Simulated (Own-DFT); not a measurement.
# Biaxial strain at fixed height in wurtzite GaN, 72 atoms (Ga36N36)

The numbers are computed, not measured, by runs of the plane-wave DFT program Own-DFT (in-house, retired, unreviewed) at fixed positions, with no spin and no spin-orbit coupling.

Common settings: PBE; PseudoDojo norm-conserving scalar-relativistic files (stringent for Ga); cutoff 96 hartree; 4 x 4 x 3 k mesh centred on Gamma; Gaussian smearing of 0.01 eV.

Limits: forces not confirmed at this smearing and k mesh; stress not checked against mesh or cutoff.

Unstrained cell vectors in Å: (9.567, 0.000, 0.000); (-4.784, 8.285, 0.000); (0.000, 0.000, 10.370). The unstrained cell has measured lattice constants (interpolated for alloys), not those of this functional. That, the random moves and any unrelaxed bonds set the pressure at no strain. Each run strains x and y alike by e, as a substrate would, and holds the height along z. Each coordinate of each atom was shifted by a normal deviate of width 0.05 Å. Stress is positive in tension.

```
e (%)  u (Å)  (s_xx + s_yy)/2 (GPa)  s_zz (GPa)
-3.00  0.049                 -26.86      -11.53
-2.75  0.052                 -23.04      -13.08
-1.75  0.051                      ?           ?
-1.25  0.053                 -12.90      -11.69
-1.00  0.047                 -11.66      -10.08
 0.25  0.052                  -5.51       -7.43
 0.50  0.049                  -4.84       -5.59
 1.00  0.049                  -1.80       -6.40
 2.50  0.049                   5.09       -4.62
 3.00  0.053                   5.55       -2.26
```

## Fit

With e as a fraction, the in-plane stress is -6.5 + 527 e - 3877 e² GPa (errors 14 and 783, scatter 0.86), and s_zz is -7.9 + 168 e GPa (slope ± 19, scatter 1.12). At e = 0 the first slope is C11 + C12 and the second 2 C13, both with the ions held to the strained lattice and at the cell's own pressure. The term in e² is negative: the layer stiffens under compression and softens under tension. A free layer would change its height as e changes, and the in-plane slope would drop by 2 C13²/C33 to the biaxial modulus. At fixed height, a misfit of 1 % moves the in-plane stress by about 5.3 GPa and s_zz by 1.7 GPa.

## Prediction

The question: what are the two stresses at e = -1.75 %?

From the fit: -16.9 and -10.9 GPa. The run itself gave -17.27 and -9.87 GPa.
